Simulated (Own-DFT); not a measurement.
# Same atoms, different arrangement: In32P32, 64 atoms

These are calculations, not measurements. They come from Own-DFT, an in-house plane-wave density functional program, since retired, whose code no person has reviewed. Each row is one single-point run on a periodic cell that was not relaxed, without spin or spin-orbit coupling.

Settings of every run: PBE; PseudoDojo norm-conserving scalar-relativistic files; cutoff 36 hartree; 3 x 3 x 3 k mesh centred on Gamma; Fermi-Dirac smearing of 0.1 eV.

Known limits, some of them of some rows only: not probed for a lower state with spin; forces on such cells moved up to 12 meV/angstrom on a denser k mesh; stress not checked against mesh or cutoff.

All cells hold the same atoms in the same cell, with vectors in Å (11.737, 0.000, 0.000); (0.000, 11.737, 0.000); (0.000, 0.000, 11.737). Every atom was moved at random from its ideal site; u is the rms move along one axis. The defect's site can differ from row to row. E is the free energy of the cell above the lowest run. The arrangements:

- A: zincblende InP
- B: zincblende InP, with one In on a P site and one P on an In site, 2.5 Å apart

| arrangement | u (Å) | E (eV) | P (GPa) |
|---|---|---|---|
| A | 0.0199 | 0.079 | 3.21 |
| A | 0.0203 | 0.000 | 3.19 |
| A | 0.0214 | 0.072 | 3.21 |
| A | 0.0464 | 1.663 | 3.51 |
| A | 0.0491 | 2.028 | 3.56 |
| A | 0.0498 | 1.985 | 3.56 |
| B | 0.0292 | 4.551 | 3.64 |
| B | 0.0301 | 4.474 | 3.63 |
| B | 0.0317 | 4.714 | 3.67 |
| B | 0.0450 | 5.744 | 3.89 |
| B | 0.0474 | 6.079 | 3.95 |
| B | 0.0487 | 5.854 | 3.96 |

Question: once the cost of the random moves is taken out, how do the arrangements rank?

## Worked answer

Fit E = a + b u², with one b for all and one a for each arrangement, and with residuals divided by u², since the noise grows with the moves. Then b = 972 eV/Å², the scatter at u = 0.04 Å is 0.13 eV, and against A:

- B: 4.05 ± 0.05 eV (higher)

These are energies of unrelaxed cells. Relaxing the atoms lowers the strained arrangements most, so the gaps would shrink and small ones could change sign.
